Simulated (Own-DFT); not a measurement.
# Strain and stress in diamond silicon, 64 atoms (Si64)

These are calculations, not measurements. They come from Own-DFT, an in-house plane-wave density functional program, since retired, whose code no person has reviewed. Each row is one single-point run on a periodic cell that was not relaxed, without spin or spin-orbit coupling.

Settings of every run: PBE; PseudoDojo norm-conserving scalar-relativistic files; cutoff 20 hartree; 3 x 3 x 3 k mesh centred on Gamma; Fermi-Dirac smearing of 0.1 eV.

Known limits: k mesh not checked against a denser one; stress not checked against mesh or cutoff.

Unstrained cell vectors in Å: (10.862, 0.000, 0.000); (0.000, 10.862, 0.000); (0.000, 0.000, 10.862). The unstrained cell has measured lattice constants (interpolated for alloys), not those of this functional. That, the random moves and any unrelaxed bonds set the pressure at no strain. Each run strains this cell uniformly, with the atoms carried along. Every atom was also moved at random, by a Gaussian of width 0.05 Å on each axis. Strain is the symmetric tensor, in per cent. Stress is positive in tension, and the pressure is minus a third of its trace.

| run | e_xx (%) | e_yy (%) | e_zz (%) | e_yz (%) | e_xz (%) | e_xy (%) | s_xx (GPa) | s_yy (GPa) | s_zz (GPa) | s_yz (GPa) | s_xz (GPa) | s_xy (GPa) | P (GPa) | E (meV/atom) |
|---|---|---|---|---|---|---|---|---|---|---|---|---|---|---|
| 1 | 0.48 | 1.13 | -0.35 | -1.50 | 1.90 | 1.04 | -1.54 | -0.86 | -2.32 | -2.56 | 4.56 | 1.35 | 1.57 | 15.2 |
| 2 | -0.57 | -1.44 | 0.07 | 0.34 | 0.37 | 1.72 | -4.69 | -5.46 | -4.09 | 0.76 | 0.14 | 4.43 | 4.75 | 21.9 |
| 3 | 1.03 | 1.35 | 0.62 | 0.09 | -1.93 | -0.03 | 0.04 | 0.47 | -0.15 | 0.12 | -3.42 | -1.13 | -0.12 | 2.9 |
| 4 | -0.09 | -1.44 | 0.68 | -1.40 | -0.42 | 0.64 | -3.45 | -4.67 | -2.76 | -3.93 | -0.53 | 1.80 | 3.63 | 14.6 |
| 5 | 1.93 | -1.36 | 0.47 | -1.20 | 0.72 | 0.62 | -0.12 | -3.08 | -1.50 | -2.77 | 1.02 | 1.11 | 1.57 | 2.1 |
| 6 | 1.82 | 0.47 | -0.88 | 0.40 | 0.51 | 1.88 | -0.17 | -1.68 | -2.56 | 0.84 | 1.11 | 3.89 | 1.47 | 13.9 |
| 7 | 0.65 | -1.77 | -1.72 | -1.69 | 1.02 | -0.98 | -4.24 | -6.66 | -6.42 | -4.56 | 1.35 | -1.55 | 5.78 | 39.3 |
| 8 | -0.32 | 1.62 | 1.01 | -0.68 | -0.36 | -1.94 | -1.67 | 0.16 | -0.31 | -0.96 | -0.18 | -4.14 | 0.61 | 7.5 |
| 9 | 1.39 | 1.55 | -1.46 | 0.82 | -0.80 | -1.78 | -0.71 | -0.54 | -3.04 | 1.68 | -0.98 | -3.59 | 1.43 | 19.5 |
| 10 | 1.77 | -0.93 | 1.72 | 1.32 | -1.08 | -0.70 | 0.55 | -1.67 | 0.57 | 2.21 | -2.19 | -0.12 | 0.18 | 6.7 |
| 11 | -0.86 | 1.03 | 0.04 | -1.86 | 0.54 | -0.90 | -3.35 | -1.83 | -2.45 | -4.47 | 1.30 | -1.66 | 2.54 | 12.5 |
| 12 | -0.44 | 0.70 | 1.55 | -0.87 | 0.88 | 0.72 | -1.99 | -0.78 | -0.18 | -1.53 | 2.06 | 1.64 | 0.98 | 7.5 |
| 13 | 1.52 | 1.99 | 0.61 | -1.85 | -0.35 | -1.47 | 1.16 | 1.57 | 0.36 | -2.97 | -0.77 | -2.21 | -1.03 | 6.3 |
| 14 | -0.87 | 0.56 | -1.79 | 1.06 | 0.74 | -0.37 | -5.02 | -3.46 | -5.81 | 2.29 | 1.48 | -1.36 | 4.77 | 17.7 |
| 15 | 0.50 | 0.77 | 0.93 | 1.58 | -0.23 | -1.81 | -1.10 | -0.91 | -0.66 | 3.94 | -0.55 | -2.98 | 0.89 | 16.5 |
| 16 | -0.71 | -1.99 | -0.79 | -1.06 | -1.34 | 0.42 | -6.21 | -7.09 | -5.96 | -1.53 | -2.78 | -0.07 | 6.42 | 43.5 |
| 17 | 1.54 | -1.19 | -0.64 | 0.93 | -0.73 | 0.44 | -1.22 | -3.88 | -3.37 | 3.03 | -1.45 | 1.83 | 2.83 | 0.0 |
| 18 | -1.93 | -0.51 | -0.78 | -0.53 | -1.83 | -1.80 | ? | ? | ? | ? | ? | ? | ? | ? |

E is the free energy for each atom above the lowest run shown.

## Worked fit

Each stress component was fitted by least squares to a constant and the strains of the runs shown, as fractions, with shears doubled. Shear strains stay in the fit of a normal stress only where such slopes are resolved. The slopes, in GPa:

| stress | at no strain | per e_xx | per e_yy | per e_zz | scatter |
|---|---|---|---|---|---|
| s_xx | -2.9 | 164 ± 4 | 64 ± 3 | 68 ± 4 | 0.18 |
| s_yy | -2.8 | 68 ± 5 | 155 ± 4 | 73 ± 5 | 0.21 |
| s_zz | -2.8 | 70 ± 3 | 67 ± 2 | 158 ± 3 | 0.13 |

Each shear stress against twice its own strain: yz 109 ± 8, xz 94 ± 5, xy 90 ± 8 GPa. These are stiffnesses along x, y and z of the frame in which the cell vectors are given, which need not be the crystal's axes. The atoms are held to the strained lattice; where symmetry lets them move under strain, relaxing them would lower some slopes. The table should be nearly symmetric about its diagonal, and what it lacks of that shows the noise. A ninth of its sum, 99 ± 2 GPa, estimates the bulk modulus near the mean pressure of these runs, 2.3 GPa, so it lies above the value at zero pressure.

## Withheld run

Question: what normal stresses and pressure should run 18 give?

The fit gives s_xx = -6.9, s_yy = -5.5, s_zz = -5.7 and P = 6.0 GPa. The calculation gave -6.91, -5.66, -6.05 and P = 6.21 GPa.
